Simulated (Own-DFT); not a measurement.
# How strain changes the stress of wurtzite GaN, 72 atoms (Ga36N36)

These are calculations, not measurements. The program, named Own-DFT, is a retired in-house plane-wave density functional code that no person has reviewed. Each row is one single-point run on a periodic cell that was not relaxed, without spin or spin-orbit coupling.

Settings of every run: PBE; PseudoDojo norm-conserving scalar-relativistic files; cutoff 42 hartree; 4 x 4 x 3 k mesh centred on Gamma; Fermi-Dirac smearing of 0.1 eV.

Known limits: forces not confirmed at this smearing and k mesh; stress not checked against mesh or cutoff.

Unstrained cell vectors in Å: (9.567, 0.000, 0.000); (-4.783, 8.285, 0.000); (0.000, 0.000, 10.370). The unstrained cell has measured lattice constants (interpolated for alloys), not those of this functional. That, the random moves and any unrelaxed bonds set the pressure at no strain. Each run strains this cell uniformly, with the atoms carried along. Every atom was also moved at random, by a Gaussian of width 0.05 Å on each axis. Strain is the symmetric tensor, in per cent. Stress is positive in tension, and the pressure is minus a third of its trace.

| run | e_xx (%) | e_yy (%) | e_zz (%) | e_yz (%) | e_xz (%) | e_xy (%) | s_xx (GPa) | s_yy (GPa) | s_zz (GPa) | s_yz (GPa) | s_xz (GPa) | s_xy (GPa) | P (GPa) | E (meV/atom) |
|---|---|---|---|---|---|---|---|---|---|---|---|---|---|---|
| 1 | -0.19 | 1.31 | 1.38 | -1.38 | 0.19 | 2.00 | -5.02 | -2.68 | -1.59 | -2.34 | 0.18 | 6.51 | 3.10 | 9.7 |
| 2 | -0.27 | 0.26 | -1.76 | 0.01 | -0.83 | -1.48 | -9.08 | -7.09 | -19.54 | 0.38 | -2.01 | -5.31 | 11.90 | 39.4 |
| 3 | -1.19 | 1.00 | 0.46 | -1.37 | 0.69 | -0.81 | -12.11 | -3.78 | -5.10 | -3.11 | 0.69 | -1.73 | 7.00 | 10.3 |
| 4 | -1.54 | 0.97 | 0.37 | 0.38 | -0.39 | -0.29 | -13.32 | -4.63 | -5.98 | -0.10 | -1.49 | -0.65 | 7.98 | 9.7 |
| 5 | -0.75 | -0.42 | -1.95 | -0.17 | -1.17 | -0.45 | -11.50 | -13.27 | -17.82 | -1.03 | -2.03 | -0.91 | 14.20 | 37.3 |
| 6 | -1.31 | -1.52 | 1.21 | -1.90 | 1.12 | -0.21 | -12.19 | -15.99 | -4.12 | -4.19 | 2.18 | -1.55 | 10.77 | 18.7 |
| 7 | 0.91 | -1.28 | 1.94 | 0.99 | -0.86 | -1.63 | -4.33 | -10.92 | 0.79 | 2.06 | -0.98 | -3.92 | 4.82 | 19.6 |
| 8 | -0.79 | -0.04 | 1.46 | -0.94 | 0.41 | 0.18 | -11.13 | -7.36 | -1.48 | -2.12 | 0.40 | 0.07 | 6.66 | 16.9 |
| 9 | 1.16 | 0.99 | 0.99 | 0.56 | -0.53 | 0.05 | -1.85 | -2.44 | -0.83 | 1.42 | -1.64 | -0.07 | 1.71 | 0.0 |
| 10 | -0.95 | 1.02 | -1.27 | -0.44 | 1.55 | -0.11 | -12.12 | -4.86 | -14.19 | -1.03 | 3.22 | -0.07 | 10.39 | 31.9 |
| 11 | -0.91 | 1.19 | 0.72 | 0.48 | 1.95 | 0.04 | -9.69 | -4.02 | -3.85 | 1.14 | 3.88 | 1.50 | 5.85 | 16.0 |
| 12 | -1.03 | -1.70 | 0.58 | 1.02 | 1.26 | -0.57 | -16.25 | -18.29 | -4.12 | 2.61 | 2.47 | -2.09 | 12.89 | 45.5 |
| 13 | 1.72 | 0.68 | -0.97 | 0.24 | 0.95 | -0.52 | -0.59 | -4.08 | -10.78 | -0.10 | 2.44 | -0.68 | 5.15 | 19.9 |
| 14 | 0.45 | -1.56 | -1.22 | -1.29 | 0.74 | 1.69 | -8.25 | -16.82 | -14.92 | -3.20 | 1.30 | 4.16 | 13.33 | 53.8 |
| 15 | 0.30 | -1.60 | -1.69 | 0.79 | -1.26 | -1.25 | -10.23 | -13.60 | -17.97 | 1.04 | -2.67 | -4.31 | 13.93 | 36.3 |
| 16 | 0.02 | 1.17 | 0.75 | 1.77 | -1.99 | -1.96 | ? | ? | ? | ? | ? | ? | ? | ? |

E is the free energy for each atom above the lowest run shown.

## Worked fit

Each stress component was fitted by least squares to a constant and the strains of the runs shown, as fractions, with shears doubled. Shear strains stay in the fit of a normal stress only where such slopes are resolved. The slopes, in GPa:

| stress | at no strain | per e_xx | per e_yy | per e_zz | scatter |
|---|---|---|---|---|---|
| s_xx | -7.9 | 416 ± 34 | 120 ± 28 | 58 ± 25 | 1.24 |
| s_yy | -8.1 | 108 ± 35 | 454 ± 30 | 49 ± 26 | 1.30 |
| s_zz | -8.0 | 45 ± 35 | 54 ± 30 | 514 ± 26 | 1.30 |

Each shear stress against twice its own strain: yz 109 ± 9, xz 107 ± 6, xy 145 ± 13 GPa. These are stiffnesses along x, y and z of the frame in which the cell vectors are given, which need not be the crystal's axes. The atoms are held to the strained lattice; where symmetry lets them move under strain, relaxing them would lower some slopes. The table should be nearly symmetric about its diagonal, and what it lacks of that shows the noise. A ninth of its sum, 202 ± 5 GPa, estimates the bulk modulus near the mean pressure of these runs, 8.6 GPa, so it lies above the value at zero pressure.

## Withheld run

Question: what normal stresses and pressure should run 16 give?

The fit gives s_xx = -6.0, s_yy = -2.5, s_zz = -3.5 and P = 4.0 GPa. The calculation gave -4.86, -3.07, -4.07 and P = 4.00 GPa.
